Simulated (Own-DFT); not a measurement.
## Calculated data, GaN (wurtzite, atoms displaced)

A calculation, not a measurement: plane-wave PBE density functional theory by an unreviewed code, no spin, of a simulated periodic cell, stress positive in tension, free energy of the whole cell less one offset for each atom, forces on such cells passed a denser k mesh, this cell's mesh not checked; offsets are fitted by least squares, one for each functional and potential file, so energies compare only between cells with the same atoms and settings and are not formation energies; the far tail of each file's local potential was reset to the Coulomb form; each entry is a single point on an unrelaxed cell, so the pressure reflects the starting lattice, mostly measured values (interpolated for alloys), from which strain is counted, and rises with the displacements; printed positions are rounded, which can move forces by about a meV/angstrom; the program, named Own-DFT, is a retired in-house code; no spin-orbit coupling; before rounding, a Quantum ESPRESSO 7.3.1 run of the same cell and cutoff gave forces within 1 meV/angstrom rms on each cell, which checks the program and not the settings. Program: Own-DFT development build.

Entry: GaN (wurtzite, atoms displaced)

```xyz
96
Lattice="12.7560 0.0000 0.0000 -4.7835 8.2853 0.0000 0.0000 0.0000 10.3700" Properties=species:S:1:pos:R:3 GaN
Ga    -0.0382     1.8402     0.0358
Ga     1.5782     0.9325     2.5827
N     -0.0133     1.8362     1.9467
N      1.5372     0.9401     4.4684
Ga     0.0283     1.8401     5.1023
Ga     1.6241     0.9069     7.8348
N     -0.0028     1.7074     7.1617
N      1.5698     0.8335     9.7133
Ga    -1.6182     4.6319    10.2562
Ga    -0.0122     3.5885     2.5360
N     -1.6047     4.5989     1.9952
N     -0.0355     3.6197     4.5254
Ga    -1.5970     4.5292     5.1509
Ga    -0.0484     3.6359     7.8053
N     -1.5527     4.5854     7.1625
N      0.0172     3.7508     9.6357
Ga    -3.1796     7.3593    10.3692
Ga    -1.6274     6.5167     2.5847
N     -3.1570     7.4096     1.9222
N     -1.5718     6.5258     4.5941
Ga    -3.2271     7.3017     5.1749
Ga    -1.6567     6.4210     7.7738
N     -3.1759     7.3105     7.1135
N     -1.5090     6.4754     9.7042
Ga     3.1627     1.8682     0.0431
Ga     4.8368     0.9133     2.6092
N      3.1667     1.8550     1.9410
N      4.8286     0.8695     4.5203
Ga     3.1984     1.6836     5.1694
Ga     4.7022     1.0131     7.7871
N      3.1877     1.7939     7.1838
N      4.7067     0.8983     9.6915
Ga     1.6642     4.6785     0.1227
Ga     3.2495     3.7189     2.5764
N      1.6455     4.6196     1.9815
N      3.2158     3.7211     4.5655
Ga     1.6003     4.6750     5.1775
Ga     3.1679     3.6356     7.7596
N      1.5162     4.6727     7.2045
N      3.1687     3.6448     9.7198
Ga    -0.0154     7.3615     0.0699
Ga     1.6501     6.5350     2.6828
N      0.0036     7.4074     1.9406
N      1.6191     6.4763     4.6096
Ga    -0.0214     7.2997     5.1921
Ga     1.6336     6.5582     7.8130
N     -0.0481     7.3703     7.1188
N      1.6544     6.4547     9.7288
Ga     6.3924     1.7750     0.0986
Ga     7.9559     0.9258     2.6347
N      6.3146     1.9190     1.9155
N      7.9577     0.8832     4.5960
Ga     6.4900     1.8254     5.1487
Ga     8.0115     0.9219     7.8338
N      6.3894     1.7990     7.1651
N      8.0127     0.8576     9.7397
Ga     4.7781     4.6155     0.0039
Ga     6.3711     3.6444     2.5960
N      4.8039     4.6235     1.9453
N      6.3855     3.7172     4.6080
Ga     4.7335     4.5845     5.1038
Ga     6.3483     3.6438     7.8682
N      4.7370     4.5933     7.1793
N      6.3186     3.6797     9.6329
Ga     3.2582     7.3349    10.3316
Ga     4.7152     6.4144     2.5930
N      3.2695     7.3641     1.9452
N      4.8641     6.3585     4.5285
Ga     3.1384     7.3661     5.1094
Ga     4.8615     6.4308     7.7843
N      3.1689     7.3377     7.0804
N      4.8383     6.4927     9.7863
Ga     9.6218     1.9320     0.0746
Ga    11.0894     0.8436     2.5935
N      9.5917     1.8917     1.9539
N     11.1613     0.9105     4.5050
Ga     9.5879     1.8689     5.2127
Ga    11.0093     1.0335     7.8363
N      9.5731     1.7736     7.0914
N     11.1037     0.9334     9.7192
Ga     7.9834     4.6093     0.0661
Ga     9.5618     3.6591     2.6674
N      7.8809     4.5678     1.9714
N      9.4720     3.6618     4.5178
Ga     7.9062     4.5559     5.1924
Ga     9.5418     3.7682     7.8489
N      7.9121     4.6160     7.1638
N      9.6395     3.6930     9.6541
Ga     6.3420     7.3780    10.3310
Ga     8.0143     6.3676     2.5399
N      6.3052     7.4127     1.8255
N      7.9978     6.3673     4.5251
Ga     6.3319     7.3529     5.2393
Ga     7.9225     6.3958     7.8375
N      6.4231     7.3842     7.0751
N      7.9481     6.4750     9.6841
```

Here we set functional PBE, potential files PseudoDojo norm-conserving, scalar-relativistic, standard set, wave cutoff 42 hartree, occupations Fermi-Dirac, smearing width 0.1 eV and k mesh 3 x 4 x 3 centred on Gamma.

It finds free energy of cell above offsets 24.837 eV; pressure 7.62 GPa; stress xx -6.61 GPa; stress yy -6.27 GPa; stress zz -9.99 GPa; stress yz -0.03 GPa; stress xz -0.61 GPa; stress xy -0.12 GPa.

Force:
```
element  x (eV/Å)  y (eV/Å)  z (eV/Å)
     Ga     0.555     0.319    -1.451
     Ga     0.221     0.262    -0.559
      N    -0.439    -1.142    -0.169
      N     1.226    -1.121       0.9
     Ga    -0.852     -0.67     1.971
     Ga    -1.038    -0.875    -0.989
      N    -0.394     1.418    -0.632
      N    -0.058     1.605     1.169
     Ga     1.682     0.335     1.596
     Ga     0.173     2.038     0.687
      N    -0.257     0.449    -0.828
      N     0.716     1.404    -0.442
     Ga    -0.306      1.08     0.565
     Ga     1.435    -0.397    -1.639
      N    -1.559    -0.246    -0.943
      N     0.124    -0.816      3.17
     Ga     0.215    -0.431    -0.562
     Ga     0.924    -1.174     0.628
      N    -0.957     -0.72     0.148
      N    -1.058    -2.005    -1.481
     Ga    -0.064     0.728     0.374
     Ga     1.579     0.478    -0.467
      N    -1.023     0.455     0.371
      N     -1.64    -0.477     0.446
     Ga    -0.096    -0.801    -0.794
     Ga    -1.543     0.439    -0.218
      N     0.603    -0.042     0.908
      N     0.282      0.43     0.318
     Ga    -0.135     1.597     0.183
     Ga     2.341    -2.265     0.004
      N    -1.424     1.031    -1.778
      N     1.008     0.316     1.489
     Ga    -0.735    -0.756    -2.425
     Ga    -0.774    -0.873     0.639
      N    -0.721     0.468     1.213
      N    -1.481    -1.609     -0.68
     Ga    -0.271     -1.73     1.257
     Ga    -0.893     1.335    -0.035
      N     0.823    -0.778    -1.113
      N     0.183     0.887     0.517
     Ga     1.076     0.389    -1.732
     Ga    -0.771    -1.051    -1.281
      N     0.554    -0.588     1.156
      N     -1.03    -0.396    -1.439
     Ga      0.77      1.24     1.185
     Ga    -1.487    -1.187    -0.519
      N     0.325     0.393     0.587
      N    -0.427     0.484     0.967
     Ga    -0.576     0.227    -3.442
     Ga     0.549     0.246    -0.723
      N     1.168     -1.57     1.676
      N     1.509     0.426    -1.591
     Ga    -2.508     0.772     1.796
     Ga    -1.004    -0.614    -1.017
      N     0.102     0.438     -0.48
      N     0.026     1.589     0.937
     Ga    -0.103    -0.383    -0.649
     Ga    -0.785     1.276      1.11
      N     0.228    -0.431    -0.123
      N    -0.958    -1.693     -1.56
     Ga      1.13    -0.115     2.335
     Ga    -0.238    -0.069    -3.624
      N     0.623    -0.179    -0.719
      N      1.15    -0.309     4.537
     Ga    -0.824     0.309     0.525
     Ga     2.267     0.217       0.2
      N    -1.832     1.031      0.16
      N    -1.461     1.602    -0.407
     Ga     2.217     -0.54     1.956
     Ga    -1.044     0.063    -0.545
      N     1.541     0.813     0.384
      N    -0.842    -1.659    -1.506
     Ga    -0.811    -1.168     -1.05
     Ga     0.887     0.616    -0.092
      N    -1.042     -0.51     0.725
      N    -0.454    -0.149     0.417
     Ga     0.179    -0.795    -0.678
     Ga     3.586    -2.074    -0.517
      N    -1.928     2.335     0.213
      N     0.378     0.405      0.68
     Ga    -0.694    -0.119    -1.596
     Ga     0.185     0.785    -1.415
      N     1.631    -0.191    -0.434
      N     0.889     0.024     1.367
     Ga     0.946     1.218     0.991
     Ga    -0.131    -0.638    -3.046
      N     0.516    -0.855    -0.193
      N     -1.74    -0.006      2.38
     Ga     1.288     0.741    -0.031
     Ga        -1     1.706     0.678
      N     0.861    -1.413     1.963
      N    -0.697     0.628    -0.511
     Ga     1.094     0.065    -1.577
     Ga     0.631     1.167    -1.914
      N    -0.739     0.124     2.164
      N     0.446    -0.769      1.97
```
